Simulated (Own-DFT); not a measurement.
InAs (zincblende, strongly disordered by large displacements), GaP (zincblende, strongly disordered by large displacements) (calculated)

A calculation, not a measurement: plane-wave PBE density functional theory by an unreviewed code, no spin, of a simulated periodic cell, stress positive in tension, free energy of the whole cell less one offset for each atom, forces on such cells passed a denser k mesh, this cell's mesh not checked; broken bonds can close the gap or carry spin, so checks made on this kind of crystal may not hold here; offsets are fitted by least squares, one for each functional and potential file, so energies compare only between cells with the same atoms and settings and are not formation energies; the far tail of each file's local potential was reset to the Coulomb form; each entry is a single point on an unrelaxed cell, so the pressure reflects the starting lattice, mostly measured values (interpolated for alloys), from which strain is counted, and rises with the displacements; printed positions are rounded, which can move forces by about a meV/angstrom; the program, named Own-DFT, is a retired in-house code; no spin-orbit coupling. Program: Own-DFT development build.

Settings shared by all entries: functional PBE; potential files PseudoDojo norm-conserving, scalar-relativistic, standard set; wave cutoff 42 hartree; occupations Fermi-Dirac; smearing width 0.1 eV; k mesh 3 x 3 x 3 centred on Gamma.

(1) InAs (zincblende, strongly disordered by large displacements)

```cif
# cell vector a (Å): 12.1166 0.0000 0.0000
# cell vector b (Å): 0.0000 12.1166 0.0000
# cell vector c (Å): 0.0000 0.0000 12.1166
data_InAs
_symmetry_space_group_name_H-M 'P 1'
_symmetry_Int_Tables_number 1
_cell_length_a 12.1166
_cell_length_b 12.1166
_cell_length_c 12.1166
_cell_angle_alpha 90.000
_cell_angle_beta 90.000
_cell_angle_gamma 90.000
_cell_volume 1778.86
loop_
_atom_site_label
_atom_site_type_symbol
_atom_site_fract_x
_atom_site_fract_y
_atom_site_fract_z
_atom_site_occupancy
In1 In 0.01632 0.03752 0.01210 1
In2 In 0.00892 0.25965 0.27965 1
In3 In 0.25160 0.94153 0.25510 1
In4 In 0.27079 0.22986 0.98292 1
As1 As 0.09177 0.15532 0.12898 1
As2 As 0.15920 0.38787 0.40345 1
As3 As 0.33718 0.13553 0.33761 1
As4 As 0.33229 0.35573 0.09957 1
In5 In 0.97927 0.03177 0.54928 1
In6 In 0.02001 0.30691 0.80268 1
In7 In 0.23689 0.02042 0.72982 1
In8 In 0.22548 0.25269 0.56773 1
As5 As 0.10962 0.14398 0.65713 1
As6 As 0.17329 0.37067 0.87057 1
As7 As 0.32906 0.08285 0.89346 1
As8 As 0.39414 0.37966 0.61811 1
In9 In 0.00149 0.47282 0.98955 1
In10 In 0.98099 0.77088 0.18305 1
In11 In 0.28105 0.49412 0.21817 1
In12 In 0.20259 0.78139 0.96856 1
As9 As 0.14456 0.62976 0.10684 1
As10 As 0.13433 0.89020 0.39286 1
As11 As 0.39245 0.58769 0.37038 1
As12 As 0.36949 0.81972 0.06102 1
In13 In 0.00960 0.52207 0.50083 1
In14 In 0.02596 0.75388 0.76956 1
In15 In 0.25888 0.47577 0.74867 1
In16 In 0.30611 0.72066 0.46114 1
As13 As 0.20209 0.64162 0.63651 1
As14 As 0.11230 0.90402 0.86952 1
As15 As 0.35142 0.58797 0.87785 1
As16 As 0.32963 0.84614 0.60484 1
In17 In 0.51032 0.02541 0.05031 1
In18 In 0.49367 0.23897 0.29857 1
In19 In 0.73616 0.01787 0.21418 1
In20 In 0.74117 0.26106 0.00215 1
As17 As 0.58469 0.16633 0.13888 1
As18 As 0.62603 0.36509 0.36291 1
As19 As 0.84889 0.06920 0.38270 1
As20 As 0.89763 0.33453 0.10860 1
In21 In 0.51157 0.02883 0.50266 1
In22 In 0.52604 0.25317 0.71934 1
In23 In 0.73140 0.98580 0.72445 1
In24 In 0.79914 0.22562 0.46202 1
As21 As 0.60321 0.11360 0.63103 1
As22 As 0.60894 0.34537 0.88392 1
As23 As 0.86774 0.10495 0.86310 1
As24 As 0.92887 0.37332 0.63833 1
In25 In 0.49014 0.46465 0.95812 1
In26 In 0.52762 0.76942 0.25065 1
In27 In 0.72565 0.48509 0.24932 1
In28 In 0.81827 0.78613 0.00545 1
As25 As 0.66467 0.58104 0.10681 1
As26 As 0.62018 0.89308 0.35559 1
As27 As 0.85725 0.64841 0.36914 1
As28 As 0.87355 0.90884 0.13147 1
In29 In 0.52073 0.45821 0.51396 1
In30 In 0.54406 0.75423 0.72886 1
In31 In 0.77382 0.48517 0.74290 1
In32 In 0.76209 0.74706 0.48934 1
As29 As 0.66694 0.63835 0.66025 1
As30 As 0.61965 0.84970 0.85970 1
As31 As 0.88514 0.64263 0.81589 1
As32 As 0.92557 0.86358 0.59468 1
```

Settings of this run: hardware one NVIDIA H200.

Results for InAs (zincblende, strongly disordered by large displacements): free energy of cell above offsets 23.296 eV; pressure 12.74 GPa; stress xx -10.69 GPa; stress yy -14.9 GPa; stress zz -12.65 GPa; stress yz -3.57 GPa; stress xz -1.19 GPa; stress xy -0.62 GPa; wall time 1242 s.

Force:
```csv
element,x (eV/Å),y (eV/Å),z (eV/Å)
In,-2.771,-2.941,-3.361
In,-0.267,0.548,2.258
In,2.562,1.063,-3.562
In,-3.297,-0.496,0.283
As,3.94,2.071,1.9
As,-0.791,-0.048,-0.861
As,-2.019,-1.576,2.033
As,4.435,1.388,1.956
In,1.49,3.552,-2.085
In,-5.465,-4.402,-1.352
In,1.763,-3.132,-0.63
In,3.634,3.077,-4.346
As,-4.751,-0.452,1.96
As,1.207,0.131,5.501
As,4.093,-3.496,-0.627
As,-3.754,-2.968,2.818
In,0.61,2.142,-0.166
In,4.475,-5.112,3.858
In,-1.526,1.938,2.208
In,1.585,-4.422,1.877
As,-1.609,-0.243,-0.014
As,-2.426,-1.853,2.319
As,3.66,-2.88,-2.669
As,3.684,1.764,3.141
In,0.542,1.023,-0.22
In,2.718,1.041,-3.275
In,1.394,2.057,-4.586
In,-3.566,2.322,-0.319
As,-2.375,0.618,-0.115
As,-2.257,4.329,-2.308
As,1.341,3.573,1.365
As,1.988,2.625,3.074
In,-3.565,-5.715,-4.033
In,-1.168,0.638,0.029
In,-2.714,1.497,0.768
In,1.051,-2.438,0.13
As,4.141,3.118,0.325
As,1.548,-1.008,2.761
As,2.29,-3.326,-1.986
As,-0.037,0.86,1.2
In,-4.835,-3.601,-5.385
In,-2.397,2.694,2.694
In,1.761,-1.261,1.122
In,-2.077,5.432,2.91
As,5.296,0.185,1.015
As,2.828,-1.22,-3.468
As,-0.3,1.395,0.257
As,-2.137,0.18,-2.244
In,-2.413,3.172,3.481
In,-2.709,-4.35,-3.3
In,3.839,-0.27,2.243
In,-3.27,-4.68,-5.282
As,-2.347,3.987,-4.658
As,2.179,2.538,3.232
As,3.63,-4.175,-4.332
As,0.193,5.721,0.116
In,3.697,4.124,-2.605
In,-7.89,-0.188,-2.503
In,-0.385,-2.279,0.35
In,-2.855,3.303,3.453
As,2.075,-3.281,-4.028
As,3.306,4.64,6.136
As,-2.468,-1.992,3.553
As,-2.515,-4.938,1.993
```

(2) GaP (zincblende, strongly disordered by large displacements)

```cif
# cell vector a (Å): 10.9010 0.0000 0.0000
# cell vector b (Å): 0.0000 10.9010 0.0000
# cell vector c (Å): 0.0000 0.0000 10.9010
data_GaP
_symmetry_space_group_name_H-M 'P 1'
_symmetry_Int_Tables_number 1
_cell_length_a 10.9010
_cell_length_b 10.9010
_cell_length_c 10.9010
_cell_angle_alpha 90.000
_cell_angle_beta 90.000
_cell_angle_gamma 90.000
_cell_volume 1295.39
loop_
_atom_site_label
_atom_site_type_symbol
_atom_site_fract_x
_atom_site_fract_y
_atom_site_fract_z
_atom_site_occupancy
Ga1 Ga 0.98008 0.99273 0.97174 1
Ga2 Ga 0.00543 0.26726 0.22601 1
Ga3 Ga 0.23699 0.99201 0.25277 1
Ga4 Ga 0.23781 0.23546 0.03681 1
P1 P 0.13180 0.12491 0.13006 1
P2 P 0.14341 0.38620 0.38765 1
P3 P 0.36693 0.12202 0.37907 1
P4 P 0.38436 0.33602 0.11662 1
Ga5 Ga 0.00474 0.00514 0.50740 1
Ga6 Ga 0.98645 0.24946 0.76023 1
Ga7 Ga 0.26022 0.01432 0.74372 1
Ga8 Ga 0.22948 0.25565 0.49684 1
P5 P 0.11601 0.12684 0.62036 1
P6 P 0.13520 0.36150 0.90118 1
P7 P 0.38469 0.13615 0.89783 1
P8 P 0.40147 0.35977 0.63722 1
Ga9 Ga 0.01692 0.50082 0.02433 1
Ga10 Ga 0.00381 0.75130 0.25378 1
Ga11 Ga 0.27759 0.49762 0.23910 1
Ga12 Ga 0.26719 0.76803 0.01049 1
P9 P 0.11853 0.62799 0.08252 1
P10 P 0.10396 0.90465 0.36798 1
P11 P 0.35077 0.60283 0.35513 1
P12 P 0.37304 0.90493 0.15790 1
Ga13 Ga 0.00979 0.50114 0.51451 1
Ga14 Ga 0.00236 0.74844 0.78825 1
Ga15 Ga 0.25112 0.49663 0.74800 1
Ga16 Ga 0.25288 0.77780 0.48302 1
P13 P 0.11966 0.61818 0.60502 1
P14 P 0.12081 0.87205 0.90073 1
P15 P 0.39286 0.62653 0.87128 1
P16 P 0.36783 0.87686 0.63411 1
Ga17 Ga 0.47180 0.98390 0.00016 1
Ga18 Ga 0.56495 0.23291 0.26702 1
Ga19 Ga 0.75986 0.01491 0.23507 1
Ga20 Ga 0.74250 0.21183 0.97718 1
P17 P 0.61947 0.10960 0.12235 1
P18 P 0.62216 0.39228 0.37906 1
P19 P 0.85010 0.11970 0.33724 1
P20 P 0.89247 0.38479 0.11321 1
Ga21 Ga 0.51293 0.01521 0.50141 1
Ga22 Ga 0.50805 0.25626 0.73518 1
Ga23 Ga 0.75330 0.99316 0.71953 1
Ga24 Ga 0.73405 0.26553 0.51661 1
P21 P 0.63513 0.11664 0.63752 1
P22 P 0.64966 0.38960 0.88056 1
P23 P 0.89239 0.15633 0.87681 1
P24 P 0.85394 0.35058 0.60871 1
Ga25 Ga 0.50886 0.48593 0.99608 1
Ga26 Ga 0.48212 0.70066 0.24364 1
Ga27 Ga 0.74366 0.50309 0.23557 1
Ga28 Ga 0.79065 0.73023 0.00061 1
P25 P 0.64035 0.60756 0.09143 1
P26 P 0.64134 0.90114 0.41322 1
P27 P 0.86099 0.66152 0.36931 1
P28 P 0.90893 0.88306 0.13107 1
Ga29 Ga 0.47786 0.51227 0.49122 1
Ga30 Ga 0.51006 0.74739 0.74714 1
Ga31 Ga 0.75487 0.51515 0.74477 1
Ga32 Ga 0.73853 0.75100 0.49468 1
P29 P 0.64638 0.62282 0.63370 1
P30 P 0.63354 0.87967 0.88785 1
P31 P 0.85678 0.64226 0.86729 1
P32 P 0.88911 0.85826 0.64554 1
```

It was run with hardware one NVIDIA H100.

The calculation gives: free energy of cell above offsets -0.540 eV; pressure 10.43 GPa; stress xx -10.53 GPa; stress yy -10.88 GPa; stress zz -9.87 GPa; stress yz -1.31 GPa; stress xz -0.68 GPa; stress xy -1.8 GPa; wall time 550 s.

Force:
```csv
element,x (eV/Å),y (eV/Å),z (eV/Å)
Ga,0.317,1.64,1.294
Ga,0.627,-1.419,2.495
Ga,-0.91,3.432,1.398
Ga,2.68,2.363,-4.815
P,-4.704,-3.954,2.27
P,-2.452,1.73,-3.081
P,1.069,0.653,0.117
P,2.821,3.285,2.137
Ga,-3.189,-0.272,0.234
Ga,4.77,4.312,-5.214
Ga,-0.851,0.313,1.67
Ga,3.04,-2.094,1.669
P,0.718,1.272,1.87
P,-0.663,1.225,-2.311
P,-1.19,0.534,-2.287
P,-5.951,4.742,-4.738
Ga,-3.448,-4.973,-5.063
Ga,1.362,-0.671,-0.528
Ga,-4.869,-6.812,-6.909
Ga,0.734,-0.632,-0.081
P,5.876,6.546,5.839
P,0.869,-3.254,0.501
P,2.355,6.46,7.287
P,2.58,-5.009,-1.656
Ga,-3.972,-3.047,-3.122
Ga,1.708,0.085,-2.276
Ga,0.273,-0.268,0.614
Ga,-1.025,-0.638,0.145
P,3.337,3.881,4.187
P,2.368,0.678,-2.194
P,-1.407,-0.212,0.662
P,1.678,-0.542,-0.977
Ga,2.17,0.076,-0.776
Ga,-3.25,0.566,0.528
Ga,-3.997,-7.418,-4.383
Ga,-2.581,2.587,2.03
P,0.097,-0.759,-2.429
P,0.53,0.468,0.365
P,6.423,7.29,7.617
P,-3.97,-0.858,0.845
Ga,-3.26,0.487,1.001
Ga,4.378,-3.6,5.647
Ga,1.663,-1.974,3.409
Ga,-5.288,-4.85,-5.675
P,-2.252,2.995,-1.557
P,-0.367,-2.204,-1.032
P,-2.485,-6.545,2.66
P,7.727,6.155,5.64
Ga,-2.107,-0.865,-0.426
Ga,2.665,2.743,-1.689
Ga,1.731,-0.117,1.072
Ga,-4.071,6.22,6.737
P,-1.128,1.814,2.128
P,0.391,-0.969,-3.817
P,1.101,-3.709,-0.903
P,-3.182,-0.068,-1.064
Ga,1.593,-1.071,1.754
Ga,0.511,0.945,0.433
Ga,1.619,-3.57,1.149
Ga,0.525,0.418,2.288
P,-4.006,1.894,-3.381
P,-0.062,-0.275,-0.422
P,4.048,-5.859,-5.003
P,0.282,0.695,-1.885
```

(3) GaP (zincblende, strongly disordered by large displacements)

```cif
# cell vector a (Å): 10.9010 0.0000 0.0000
# cell vector b (Å): 0.0000 10.9010 0.0000
# cell vector c (Å): 0.0000 0.0000 10.9010
data_GaP
_symmetry_space_group_name_H-M 'P 1'
_symmetry_Int_Tables_number 1
_cell_length_a 10.9010
_cell_length_b 10.9010
_cell_length_c 10.9010
_cell_angle_alpha 90.000
_cell_angle_beta 90.000
_cell_angle_gamma 90.000
_cell_volume 1295.39
loop_
_atom_site_label
_atom_site_type_symbol
_atom_site_fract_x
_atom_site_fract_y
_atom_site_fract_z
_atom_site_occupancy
Ga1 Ga 0.99773 0.02505 0.94256 1
Ga2 Ga 0.98110 0.30982 0.22692 1
Ga3 Ga 0.27177 0.98611 0.25382 1
Ga4 Ga 0.27252 0.30460 0.00117 1
P1 P 0.11571 0.11410 0.15934 1
P2 P 0.09809 0.43217 0.35838 1
P3 P 0.40914 0.07845 0.37390 1
P4 P 0.48866 0.38695 0.13519 1
Ga5 Ga 0.01039 0.04571 0.47108 1
Ga6 Ga 0.97321 0.27645 0.80182 1
Ga7 Ga 0.25768 0.99796 0.76550 1
Ga8 Ga 0.26150 0.26493 0.48622 1
P5 P 0.10736 0.11195 0.61462 1
P6 P 0.11312 0.40933 0.84740 1
P7 P 0.37364 0.15435 0.84787 1
P8 P 0.31502 0.41323 0.65601 1
Ga9 Ga 0.00383 0.54722 0.00629 1
Ga10 Ga 0.93600 0.77498 0.28764 1
Ga11 Ga 0.24056 0.48774 0.25583 1
Ga12 Ga 0.23891 0.73811 0.99462 1
P9 P 0.11689 0.65107 0.10383 1
P10 P 0.15989 0.89027 0.36365 1
P11 P 0.38173 0.55343 0.35370 1
P12 P 0.33798 0.83131 0.17783 1
Ga13 Ga 0.00212 0.50962 0.51302 1
Ga14 Ga 0.02926 0.69585 0.74755 1
Ga15 Ga 0.25694 0.54550 0.76816 1
Ga16 Ga 0.24047 0.76551 0.50886 1
P13 P 0.11769 0.62343 0.60150 1
P14 P 0.14693 0.89123 0.86709 1
P15 P 0.39598 0.61436 0.86976 1
P16 P 0.37090 0.90499 0.65322 1
Ga17 Ga 0.45180 0.98153 0.03501 1
Ga18 Ga 0.48285 0.22585 0.29421 1
Ga19 Ga 0.66849 0.01798 0.21339 1
Ga20 Ga 0.73958 0.23140 0.96026 1
P17 P 0.61511 0.16361 0.07917 1
P18 P 0.59185 0.39584 0.37613 1
P19 P 0.86302 0.11890 0.38810 1
P20 P 0.90105 0.42125 0.10216 1
Ga21 Ga 0.46780 0.00479 0.53055 1
Ga22 Ga 0.48754 0.27374 0.75823 1
Ga23 Ga 0.81071 0.03507 0.73987 1
Ga24 Ga 0.75661 0.24989 0.47508 1
P21 P 0.60327 0.14419 0.62889 1
P22 P 0.64584 0.36463 0.87271 1
P23 P 0.87218 0.14255 0.87309 1
P24 P 0.92346 0.37309 0.60906 1
Ga25 Ga 0.50092 0.46012 0.96522 1
Ga26 Ga 0.49221 0.72270 0.25663 1
Ga27 Ga 0.73202 0.47759 0.21351 1
Ga28 Ga 0.76279 0.77424 0.97741 1
P25 P 0.65373 0.60344 0.07014 1
P26 P 0.61347 0.91826 0.40328 1
P27 P 0.90216 0.61124 0.37537 1
P28 P 0.87946 0.85741 0.13142 1
Ga29 Ga 0.50235 0.48541 0.51163 1
Ga30 Ga 0.48921 0.76686 0.78927 1
Ga31 Ga 0.74131 0.52500 0.70556 1
Ga32 Ga 0.76186 0.77991 0.50811 1
P29 P 0.60375 0.60318 0.60881 1
P30 P 0.63215 0.90969 0.87879 1
P31 P 0.87612 0.63711 0.85296 1
P32 P 0.90316 0.84210 0.61088 1
```

Here we set hardware one NVIDIA H100.

Results for GaP (zincblende, strongly disordered by large displacements): free energy of cell above offsets 24.441 eV; pressure 14.89 GPa; stress xx -14.39 GPa; stress yy -13.89 GPa; stress zz -16.4 GPa; stress yz 1.52 GPa; stress xz 1.08 GPa; stress xy -2.71 GPa; wall time 584.6 s.

Force:
```csv
element,x (eV/Å),y (eV/Å),z (eV/Å)
Ga,4.491,-3.576,4.709
Ga,2.663,-4.338,3.397
Ga,-0.201,6.504,-1.771
Ga,-0.694,-0.938,0.015
P,-0.272,1.252,-1.649
P,-1.587,-4.15,0.887
P,-3.675,0.075,-2.136
P,-1.736,-2.556,4.407
Ga,1.721,-4.18,-0.863
Ga,3.265,3.676,-4.397
Ga,-0.88,5.845,-0.881
Ga,-1.389,0.039,0.343
P,3.165,2.443,4.071
P,1.098,0.613,2.906
P,-2.847,-2.528,4.1
P,4.203,-5.609,-4.641
Ga,-1.27,-1.23,-5.3
Ga,3.177,0.862,1.68
Ga,-0.295,0.621,-5.732
Ga,3.283,2.283,-1.852
P,0.878,0.401,6.15
P,-5.788,-2.669,3.471
P,3.144,3.994,1.996
P,1.803,-2.905,-4.241
Ga,-0.745,0.27,-1.402
Ga,-1.036,4.238,1.927
Ga,-4.945,1.82,-0.617
Ga,1.054,0.348,0.041
P,5.968,1.71,-0.014
P,-3.647,-3.691,2.317
P,0.888,1.582,3.805
P,0.482,-6.875,-0.57
Ga,0.854,0.482,-1.376
Ga,2.313,4.714,-2.485
Ga,2.116,-1.356,1.12
Ga,0.92,1.583,2.853
P,-4.198,-1.656,3.917
P,4.591,-4.136,-3.292
P,-2.233,0.081,-5.511
P,-4.709,-2.144,-1.433
Ga,4.657,0.652,2.271
Ga,1.968,2.058,-2.726
Ga,-4.018,-5.198,-6.045
Ga,-2.377,2.726,2.527
P,1.778,0.328,-0.378
P,-0.303,3.474,-5.002
P,0.22,-0.261,2.06
P,-4.715,-3.699,2.896
Ga,-0.129,2.989,-2.055
Ga,1.875,-0.643,0.411
Ga,-0.136,0.399,1.229
Ga,-0.446,-0.651,0.298
P,-1.773,1.616,0.351
P,0.563,-2.374,-1.213
P,-3.462,-1.109,-0.063
P,-1.679,3.681,-3.71
Ga,-5.414,-1.331,1.962
Ga,2.18,2.148,-2.039
Ga,4.191,-3.033,2.819
Ga,-3.754,-2.041,-2.789
P,0.067,7.05,0.999
P,-0.392,-0.144,0.028
P,-1.863,-0.87,1.188
P,3.035,3.336,3.03
```
